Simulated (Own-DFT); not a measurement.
## Calculated data, GaP (zincblende, strongly disordered by large displacements), InAs (zincblende, strongly disordered by large displacements)

All values are calculated (Own-DFT development build). A calculation, not a measurement: plane-wave PBE density functional theory by an unreviewed code, no spin, of a simulated periodic cell, stress positive in tension, free energy of the whole cell less one offset for each atom, forces on such cells passed a denser k mesh, this cell's mesh not checked; broken bonds can close the gap or carry spin, so checks made on this kind of crystal may not hold here; offsets are fitted by least squares, one for each functional and potential file, so energies compare only between cells with the same atoms and settings and are not formation energies; the far tail of each file's local potential was reset to the Coulomb form; each entry is a single point on an unrelaxed cell, so the pressure reflects the starting lattice, mostly measured values (interpolated for alloys), from which strain is counted, and rises with the displacements; printed positions are rounded, which can move forces by about a meV/angstrom; the program, named Own-DFT, is a retired in-house code; no spin-orbit coupling.

Common to all runs: functional PBE; potential files PseudoDojo norm-conserving, scalar-relativistic, standard set; wave cutoff 42 hartree; occupations Fermi-Dirac; smearing width 0.1 eV; k mesh 3 x 3 x 3 centred on Gamma.

```yaml
- entry: 1
  formula: GaP
  kind: "zincblende, strongly disordered by large displacements"
  structure:
    cell_angstrom: [[10.901, 0.0, 0.0], [0.0, 10.901, 0.0], [0.0, 0.0, 10.901]]
    atoms_fractional:
      - [Ga, 0.00308, 0.0049, 0.03291]
      - [Ga, 0.97655, 0.23864, 0.28325]
      - [Ga, 0.23439, 0.00966, 0.28834]
      - [Ga, 0.25641, 0.23094, 0.00555]
      - [P, 0.1557, 0.12998, 0.12368]
      - [P, 0.10563, 0.34864, 0.393]
      - [P, 0.35208, 0.11172, 0.37076]
      - [P, 0.35693, 0.38609, 0.12648]
      - [Ga, 0.97095, 0.0153, 0.51708]
      - [Ga, 0.99956, 0.24086, 0.79012]
      - [Ga, 0.27167, 0.99081, 0.72703]
      - [Ga, 0.27098, 0.24968, 0.51848]
      - [P, 0.14034, 0.11992, 0.64836]
      - [P, 0.13881, 0.35277, 0.89363]
      - [P, 0.37737, 0.10016, 0.88645]
      - [P, 0.36067, 0.36814, 0.65045]
      - [Ga, 0.99495, 0.49195, 0.9874]
      - [Ga, 0.00565, 0.7419, 0.24784]
      - [Ga, 0.2415, 0.48821, 0.24415]
      - [Ga, 0.20726, 0.75326, 0.99962]
      - [P, 0.1234, 0.61243, 0.12707]
      - [P, 0.09335, 0.89583, 0.37733]
      - [P, 0.36824, 0.61717, 0.36753]
      - [P, 0.36354, 0.88097, 0.09986]
      - [Ga, 0.98103, 0.49741, 0.507]
      - [Ga, 0.98994, 0.73391, 0.76183]
      - [Ga, 0.246, 0.48332, 0.75435]
      - [Ga, 0.26772, 0.73307, 0.47556]
      - [P, 0.10791, 0.62735, 0.61935]
      - [P, 0.13091, 0.84282, 0.85943]
      - [P, 0.38418, 0.63807, 0.86322]
      - [P, 0.34433, 0.87179, 0.61232]
      - [Ga, 0.47399, 0.01134, 6.0e-05]
      - [Ga, 0.49504, 0.254, 0.25596]
      - [Ga, 0.73288, 0.00873, 0.24099]
      - [Ga, 0.76737, 0.27498, 0.02244]
      - [P, 0.63885, 0.14397, 0.15067]
      - [P, 0.61795, 0.35848, 0.34911]
      - [P, 0.87876, 0.11937, 0.36976]
      - [P, 0.87037, 0.38331, 0.10981]
      - [Ga, 0.48546, 0.01567, 0.50734]
      - [Ga, 0.51735, 0.25012, 0.74455]
      - [Ga, 0.76096, 0.00733, 0.75069]
      - [Ga, 0.74027, 0.24534, 0.52975]
      - [P, 0.64334, 0.12211, 0.6575]
      - [P, 0.62514, 0.38628, 0.90987]
      - [P, 0.87622, 0.11642, 0.88629]
      - [P, 0.88122, 0.39626, 0.64487]
      - [Ga, 0.53553, 0.50156, 0.00985]
      - [Ga, 0.50013, 0.74806, 0.21399]
      - [Ga, 0.75692, 0.5409, 0.23806]
      - [Ga, 0.75246, 0.7544, 0.99516]
      - [P, 0.64132, 0.63287, 0.1529]
      - [P, 0.63661, 0.85366, 0.36768]
      - [P, 0.88451, 0.61094, 0.38945]
      - [P, 0.85857, 0.89097, 0.13525]
      - [Ga, 0.52509, 0.49638, 0.49302]
      - [Ga, 0.52059, 0.76941, 0.71162]
      - [Ga, 0.73403, 0.48549, 0.7441]
      - [Ga, 0.74407, 0.77325, 0.50015]
      - [P, 0.60316, 0.6172, 0.65049]
      - [P, 0.60309, 0.85254, 0.86551]
      - [P, 0.91231, 0.63386, 0.88054]
      - [P, 0.86814, 0.83904, 0.62436]
  settings:
    hardware: "one NVIDIA H100"
  results:
    "free_energy_of_cell_above_offsets [eV]": "1.028"
    "pressure [GPa]": 10.97
    "stress_xx [GPa]": -10.41
    "stress_yy [GPa]": -11.65
    "stress_zz [GPa]": -10.84
    "stress_yz [GPa]": 0.73
    "stress_xz [GPa]": -1.76
    "stress_xy [GPa]": 1.54
    force_element: [Ga, Ga, Ga, Ga, P, P, P, P, Ga, Ga, Ga, Ga, P, P, P, P, Ga, Ga, Ga, Ga, P, P, P, P, Ga, Ga, Ga, Ga, P, P, P, P, Ga, Ga, Ga, Ga, P, P, P, P, Ga, Ga, Ga, Ga, P, P, P, P, Ga, Ga, Ga, Ga, P, P, P, P, Ga, Ga, Ga, Ga, P, P, P, P]
    "force_x [eV/angstrom]": [0.819, 4.226, -4.074, 2.977, -4.408, 1.868, 6.599, 3.482, 2.012, 1.082, -2.743, -2.305, -2.612, -1.073, -3.776, 4.153, 2.321, -0.865, -1.679, 4.062, -1.001, 0.614, 3.128, -1.04, 3.394, 3.838, -1.52, -4.275, 1.994, -1.549, -0.426, 5.06, 6.953, -4.36, 1.34, -5.472, -2.704, 3.778, -6.019, 5.241, 0.811, -2.07, 1.595, 1.524, -3.068, 3.58, -0.72, -0.555, -5.819, -3.08, 6.849, 0.384, -4.917, -3.467, -2.352, 1.305, -1.44, -4.926, -0.173, -0.318, 2.867, 2.267, -7.348, 2.033]
    "force_y [eV/angstrom]": [-0.181, 4.829, -4.385, 2.368, -2.776, 2.066, 5.764, -2.137, -1.403, 0.562, 2.285, -1.266, 1.281, 2.041, 5.725, -0.585, -1.044, 0.67, 0.477, -2.562, 0.18, -2.193, -2.232, -1.769, -1.388, 4.205, 3.234, 2.388, -0.875, 5.19, -0.907, -3.497, -3.958, -1.985, -2.296, -6.674, 1.609, 3.271, -3.944, 5.054, -1.43, 1.183, -4.478, 1.751, 0.312, -5.598, -0.04, -3.776, 5.48, 2.093, -7.026, 0.031, 3.437, 3.087, 3.262, -2.209, -0.231, 2.263, 1.283, -4.416, -3.281, 3.004, -4.081, 4.242]
    "force_z [eV/angstrom]": [-1.404, -5.286, -5.321, -1.956, 3.958, 0.488, 3.623, -1.79, 1.475, -2.237, 5.547, -1.229, -1.233, -0.736, -7.122, -2.0, 1.121, 0.668, 2.865, 2.622, -0.182, 0.582, -2.395, 3.108, 0.365, -6.161, 1.819, 2.232, -0.166, -2.767, 0.88, -3.377, 4.704, -2.024, 3.303, -4.783, -3.704, 4.264, 3.561, 6.765, -0.138, 2.629, 2.19, -2.376, -3.198, -5.882, 1.779, 0.562, 3.549, 2.049, 5.298, -0.316, -7.611, -2.091, -2.508, -0.909, -0.222, 0.669, 2.287, -0.174, -3.566, 2.548, 4.785, 2.571]
    "wall_time [s]": 559.5
- entry: 2
  formula: InAs
  kind: "zincblende, strongly disordered by large displacements"
  structure:
    cell_angstrom: [[12.1166, 0.0, 0.0], [0.0, 12.1166, 0.0], [0.0, 0.0, 12.1166]]
    atoms_fractional:
      - [In, 0.00599, 0.0116, 0.00172]
      - [In, 0.99262, 0.23513, 0.25562]
      - [In, 0.25328, 0.02053, 0.24806]
      - [In, 0.25676, 0.24767, 0.0186]
      - [As, 0.12439, 0.11363, 0.11625]
      - [As, 0.09185, 0.40358, 0.36505]
      - [As, 0.34353, 0.12298, 0.37376]
      - [As, 0.34777, 0.39801, 0.11355]
      - [In, 0.01303, 0.00546, 0.5075]
      - [In, 0.98519, 0.2628, 0.70475]
      - [In, 0.23218, 0.01972, 0.7506]
      - [In, 0.24587, 0.22821, 0.48941]
      - [As, 0.10264, 0.13611, 0.62754]
      - [As, 0.1357, 0.33976, 0.8371]
      - [As, 0.36608, 0.12428, 0.89407]
      - [As, 0.36836, 0.38627, 0.61386]
      - [In, 0.01936, 0.51141, 0.00694]
      - [In, 0.00691, 0.73061, 0.26148]
      - [In, 0.27079, 0.48908, 0.24157]
      - [In, 0.23531, 0.73212, 0.0167]
      - [As, 0.12789, 0.62824, 0.12813]
      - [As, 0.14744, 0.87889, 0.38484]
      - [As, 0.38451, 0.6511, 0.37932]
      - [As, 0.37662, 0.88399, 0.13909]
      - [In, 0.00248, 0.49248, 0.50297]
      - [In, 0.00131, 0.74339, 0.75106]
      - [In, 0.26136, 0.51796, 0.71953]
      - [In, 0.22386, 0.72547, 0.49141]
      - [As, 0.11255, 0.64507, 0.64209]
      - [As, 0.12331, 0.89986, 0.86792]
      - [As, 0.38452, 0.64748, 0.87365]
      - [As, 0.38413, 0.85501, 0.64028]
      - [In, 0.51892, 0.01374, 0.00054]
      - [In, 0.48025, 0.25612, 0.24804]
      - [In, 0.76485, 0.99644, 0.24716]
      - [In, 0.76844, 0.2309, 0.02561]
      - [As, 0.62645, 0.11134, 0.11854]
      - [As, 0.63611, 0.36044, 0.37292]
      - [As, 0.85781, 0.11582, 0.38345]
      - [As, 0.86835, 0.3461, 0.13549]
      - [In, 0.52545, 0.00196, 0.49704]
      - [In, 0.49748, 0.26561, 0.75348]
      - [In, 0.75873, 0.01758, 0.7657]
      - [In, 0.75258, 0.26549, 0.49764]
      - [As, 0.61767, 0.11552, 0.65634]
      - [As, 0.64172, 0.35006, 0.87351]
      - [As, 0.88137, 0.13145, 0.83263]
      - [As, 0.8718, 0.36884, 0.5992]
      - [In, 0.47102, 0.51052, 0.99604]
      - [In, 0.51338, 0.75869, 0.23142]
      - [In, 0.723, 0.48671, 0.25515]
      - [In, 0.74082, 0.75411, 0.01251]
      - [As, 0.61215, 0.62205, 0.15211]
      - [As, 0.61972, 0.88405, 0.37363]
      - [As, 0.84983, 0.63312, 0.39218]
      - [As, 0.8641, 0.83413, 0.11907]
      - [In, 0.47501, 0.50392, 0.49418]
      - [In, 0.52373, 0.73828, 0.74867]
      - [In, 0.76199, 0.49591, 0.74528]
      - [In, 0.73513, 0.71919, 0.50763]
      - [As, 0.63214, 0.62657, 0.62026]
      - [As, 0.64264, 0.88762, 0.85745]
      - [As, 0.88103, 0.64516, 0.85753]
      - [As, 0.85206, 0.84028, 0.61877]
  settings:
    hardware: "one NVIDIA H200"
  results:
    "free_energy_of_cell_above_offsets [eV]": "-0.695"
    "pressure [GPa]": 9.06
    "stress_xx [GPa]": -9.03
    "stress_yy [GPa]": -8.52
    "stress_zz [GPa]": -9.62
    "stress_yz [GPa]": -2.31
    "stress_xz [GPa]": 1.06
    "stress_xy [GPa]": -0.72
    force_element: [In, In, In, In, As, As, As, As, In, In, In, In, As, As, As, As, In, In, In, In, As, As, As, As, In, In, In, In, As, As, As, As, In, In, In, In, As, As, As, As, In, In, In, In, As, As, As, As, In, In, In, In, As, As, As, As, In, In, In, In, As, As, As, As]
    "force_x [eV/angstrom]": [-2.786, 0.63, -1.823, -1.573, 0.364, 3.574, 6.064, 4.23, -2.077, 0.288, 2.221, -3.067, 3.625, 0.551, 0.964, -0.055, -1.859, -1.059, -4.24, 3.019, -0.765, -1.6, -0.543, -0.352, -1.509, -0.755, -0.961, 1.656, 2.153, -0.716, -1.738, -1.191, -2.748, 0.515, -0.851, -1.641, 1.487, -4.264, 1.674, 1.793, -2.157, -1.224, -1.461, -1.964, -0.609, 0.291, 3.776, -0.66, 2.823, -2.122, 3.042, -3.858, 1.368, 1.799, 3.894, 4.889, 2.447, -0.074, -0.355, 0.013, -3.977, -1.76, -2.617, 1.859]
    "force_y [eV/angstrom]": [-1.832, -0.475, -3.605, -0.45, 2.188, -2.763, 0.076, -4.523, -2.493, 0.6, -0.132, 4.093, -1.323, 1.849, 0.201, -3.021, -2.177, 1.398, 5.154, 4.284, -2.286, 0.851, -0.918, -0.085, 3.658, 5.658, 0.275, 0.617, -3.896, -2.887, -0.256, 1.383, -3.212, -0.362, -1.554, -1.707, 2.29, -0.082, 0.339, 4.446, 0.64, -0.652, -3.927, -4.192, 1.481, 1.811, 3.24, 4.125, -0.429, 3.103, 1.115, -2.57, -2.572, -1.741, -3.475, 4.274, 0.45, 1.698, -0.133, 5.915, -5.382, -1.926, -3.133, 2.959]
    "force_z [eV/angstrom]": [-2.012, 0.762, -2.27, -1.693, 2.132, -3.285, 0.216, -3.897, -1.242, 3.996, -0.695, 3.021, -1.129, 1.285, -1.369, -0.009, -2.401, 1.151, 7.174, -3.123, 3.264, -1.349, -1.282, -1.815, 2.313, 0.853, 2.442, 0.937, -3.238, 1.112, -0.357, -1.329, -2.83, -0.129, -0.75, -3.826, 3.511, 0.334, 0.737, 1.131, 2.108, 0.018, -3.096, -0.042, -2.388, 1.132, 4.574, 1.0, -0.322, 2.64, -0.757, -4.12, -4.016, -1.288, -4.051, 3.792, -0.715, 0.558, 0.506, -2.316, 3.331, 2.326, 3.66, 1.123]
    "wall_time [s]": 1246.0
- entry: 3
  formula: GaP
  kind: "zincblende, strongly disordered by large displacements"
  structure:
    cell_angstrom: [[10.901, 0.0, 0.0], [0.0, 10.901, 0.0], [0.0, 0.0, 10.901]]
    atoms_fractional:
      - [Ga, 0.05165, 0.02147, 0.0198]
      - [Ga, 0.03339, 0.21663, 0.28406]
      - [Ga, 0.2243, 0.01543, 0.22336]
      - [Ga, 0.26713, 0.24053, 0.04246]
      - [P, 0.11663, 0.18978, 0.12853]
      - [P, 0.13346, 0.36549, 0.40128]
      - [P, 0.37571, 0.05351, 0.32959]
      - [P, 0.35066, 0.38229, 0.13124]
      - [Ga, 0.97077, 0.95677, 0.48675]
      - [Ga, 0.94856, 0.24923, 0.75368]
      - [Ga, 0.25155, 0.06898, 0.77755]
      - [Ga, 0.26351, 0.2893, 0.50086]
      - [P, 0.05213, 0.10716, 0.62184]
      - [P, 0.07662, 0.41356, 0.88991]
      - [P, 0.39753, 0.04688, 0.90411]
      - [P, 0.37369, 0.41266, 0.60691]
      - [Ga, 0.99924, 0.47747, 0.04538]
      - [Ga, 0.00762, 0.78484, 0.2019]
      - [Ga, 0.25155, 0.52859, 0.22347]
      - [Ga, 0.23327, 0.7468, 0.9995]
      - [P, 0.1258, 0.58499, 0.10836]
      - [P, 0.14592, 0.84184, 0.42343]
      - [P, 0.35295, 0.65725, 0.30934]
      - [P, 0.37259, 0.89395, 0.12079]
      - [Ga, 0.0177, 0.5286, 0.52108]
      - [Ga, 0.96566, 0.78529, 0.75434]
      - [Ga, 0.24214, 0.5059, 0.72789]
      - [Ga, 0.26182, 0.77867, 0.54345]
      - [P, 0.10696, 0.63977, 0.64941]
      - [P, 0.12525, 0.87877, 0.93701]
      - [P, 0.37218, 0.61682, 0.86309]
      - [P, 0.34833, 0.91233, 0.6424]
      - [Ga, 0.51233, 0.00983, 0.0371]
      - [Ga, 0.43791, 0.24294, 0.22977]
      - [Ga, 0.74212, 0.02162, 0.22813]
      - [Ga, 0.70228, 0.34202, 0.01293]
      - [P, 0.5979, 0.12272, 0.1475]
      - [P, 0.57525, 0.36809, 0.35086]
      - [P, 0.84678, 0.15743, 0.3635]
      - [P, 0.86687, 0.3419, 0.08214]
      - [Ga, 0.52067, 0.0126, 0.49198]
      - [Ga, 0.5543, 0.25532, 0.76299]
      - [Ga, 0.73863, 0.99114, 0.77735]
      - [Ga, 0.73143, 0.23066, 0.4783]
      - [P, 0.60408, 0.14822, 0.57638]
      - [P, 0.61815, 0.42629, 0.87708]
      - [P, 0.94858, 0.1164, 0.87612]
      - [P, 0.91199, 0.32115, 0.5557]
      - [Ga, 0.51194, 0.53782, 0.99006]
      - [Ga, 0.49595, 0.77242, 0.20673]
      - [Ga, 0.81171, 0.50536, 0.26543]
      - [Ga, 0.74005, 0.77366, 0.96354]
      - [P, 0.57709, 0.6329, 0.12562]
      - [P, 0.60673, 0.88268, 0.40062]
      - [P, 0.87172, 0.62715, 0.38459]
      - [P, 0.89286, 0.90251, 0.12698]
      - [Ga, 0.45986, 0.49263, 0.41254]
      - [Ga, 0.50684, 0.7167, 0.75779]
      - [Ga, 0.79673, 0.43258, 0.72184]
      - [Ga, 0.76396, 0.73554, 0.47699]
      - [P, 0.63142, 0.61543, 0.62202]
      - [P, 0.61159, 0.88763, 0.85337]
      - [P, 0.91399, 0.56583, 0.82591]
      - [P, 0.8944, 0.89864, 0.6382]
  settings:
    hardware: "one NVIDIA H100"
  results:
    "free_energy_of_cell_above_offsets [eV]": "36.484"
    "pressure [GPa]": 18.64
    "stress_xx [GPa]": -19.49
    "stress_yy [GPa]": -16.69
    "stress_zz [GPa]": -19.73
    "stress_yz [GPa]": -1.85
    "stress_xz [GPa]": -3.58
    "stress_xy [GPa]": 1.85
    force_element: [Ga, Ga, Ga, Ga, P, P, P, P, Ga, Ga, Ga, Ga, P, P, P, P, Ga, Ga, Ga, Ga, P, P, P, P, Ga, Ga, Ga, Ga, P, P, P, P, Ga, Ga, Ga, Ga, P, P, P, P, Ga, Ga, Ga, Ga, P, P, P, P, Ga, Ga, Ga, Ga, P, P, P, P, Ga, Ga, Ga, Ga, P, P, P, P]
    "force_x [eV/angstrom]": [-2.527, -3.55, -2.966, 3.027, -1.818, -4.185, 2.458, 2.294, 3.286, 1.068, -2.676, 2.817, 2.302, 2.506, -2.521, 2.537, -5.407, 4.638, 0.691, 4.454, -0.65, -5.858, 2.116, -3.531, -1.703, 3.614, -0.724, 2.113, 1.572, -1.122, -2.882, 3.454, 2.418, 2.098, 1.754, -2.759, 2.292, 4.881, 4.585, 3.832, -6.579, -1.633, 5.142, -0.907, -0.738, -0.473, -3.133, -0.258, -4.562, -0.352, -3.387, 1.358, 7.378, 4.233, 6.779, -4.742, -3.243, 0.857, -1.529, -5.587, 0.778, -5.097, 1.141, -7.376]
    "force_y [eV/angstrom]": [3.15, 1.619, -1.591, -1.236, -3.468, 3.505, 2.842, 3.816, 2.637, 4.448, -0.503, -4.32, 0.807, -2.029, 3.533, -0.288, -0.579, -4.744, -4.228, -3.876, 7.777, 2.961, 2.155, -0.611, -2.488, -5.247, -0.224, -5.04, 2.891, -1.062, 0.443, 2.015, -3.875, -2.255, -1.605, -3.415, 5.864, -3.85, -4.693, -1.645, -1.035, -0.783, 4.2, 6.086, 1.789, 0.071, -3.524, 1.474, -2.139, 3.175, -4.864, -1.535, -0.586, -5.31, 0.283, 3.744, 4.669, 1.825, 0.74, 4.503, -0.591, -2.434, 0.964, 1.685]
    "force_z [eV/angstrom]": [3.58, 6.026, -0.611, -5.876, -2.941, -3.878, 2.714, -1.777, -5.976, -2.599, -2.306, 2.187, 0.841, -6.828, -3.954, 0.779, 0.106, 3.844, 3.42, 1.243, -0.69, -7.019, 4.567, -0.776, -2.551, 5.507, 1.987, 2.298, 1.35, -6.427, 1.068, 1.969, -0.558, 3.103, 2.441, 2.282, 1.084, -1.976, -5.086, 4.802, 0.893, -0.346, -3.232, 0.683, 7.436, -6.23, 2.111, 0.826, -2.2, 4.633, -4.5, 1.503, 2.298, -4.869, -0.151, -2.993, 2.796, -1.861, -1.127, 4.891, -0.821, 2.572, 1.612, 0.709]
    "wall_time [s]": 656.0
```
